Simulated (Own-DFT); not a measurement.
# Same atoms, different arrangement: C34N2Si36, 72 atoms

Calculated results; nothing here was measured. They come from Own-DFT, an in-house plane-wave density functional program, since retired, whose code no person has reviewed. Each row is one single-point run on a periodic cell that was not relaxed, without spin or spin-orbit coupling.

Settings of every run: PBE; PseudoDojo norm-conserving scalar-relativistic files; cutoff 42 hartree; 4 x 4 x 3 k mesh centred on Gamma; Fermi-Dirac smearing of 0.1 eV.

Known limits: not probed for a lower state with spin; forces on such cells passed a denser k mesh, each cell not checked; stress not checked against mesh or cutoff.

All cells hold the same atoms in the same cell, with vectors in Å (9.248, 0.000, 0.000); (-4.624, 8.009, 0.000); (0.000, 0.000, 10.068). Every atom was moved at random from its ideal site; u is the rms move along one axis. The defect's site can differ from row to row. E is the free energy of the cell above the lowest run. The arrangements:

- A: 4H SiC, with two N on a C site each, 3.1 Å apart
- B: 2H SiC, with two N on a C site each, 3.1 Å apart

| arrangement | u (Å) | E (eV) | P (GPa) |
|---|---|---|---|
| A | 0.0284 | 0.203 | 2.70 |
| A | 0.0294 | 0.357 | 2.72 |
| A | 0.0295 | 0.000 | 2.55 |
| A | 0.0496 | 4.119 | 3.97 |
| A | 0.0496 | 4.289 | 3.87 |
| A | 0.0537 | 5.221 | 4.32 |
| B | 0.0309 | 1.322 | 2.97 |
| B | 0.0309 | 1.252 | 2.81 |
| B | 0.0320 | 1.482 | 3.12 |
| B | 0.0503 | 5.595 | 4.43 |
| B | 0.0512 | 5.553 | 4.33 |
| B | 0.0536 | 6.285 | 4.86 |

Question: once the cost of the random moves is taken out, how do the arrangements rank?

## Worked answer

Fit E = a + b u², with one b for all and one a for each arrangement, and with residuals divided by u², since the noise grows with the moves. Then b = 2545 eV/Å², the scatter at u = 0.04 Å is 0.20 eV, and against A:

- B: 0.86 ± 0.09 eV (higher)

These are energies of unrelaxed cells. Relaxing the atoms lowers the strained arrangements most, so the gaps would shrink and small ones could change sign.
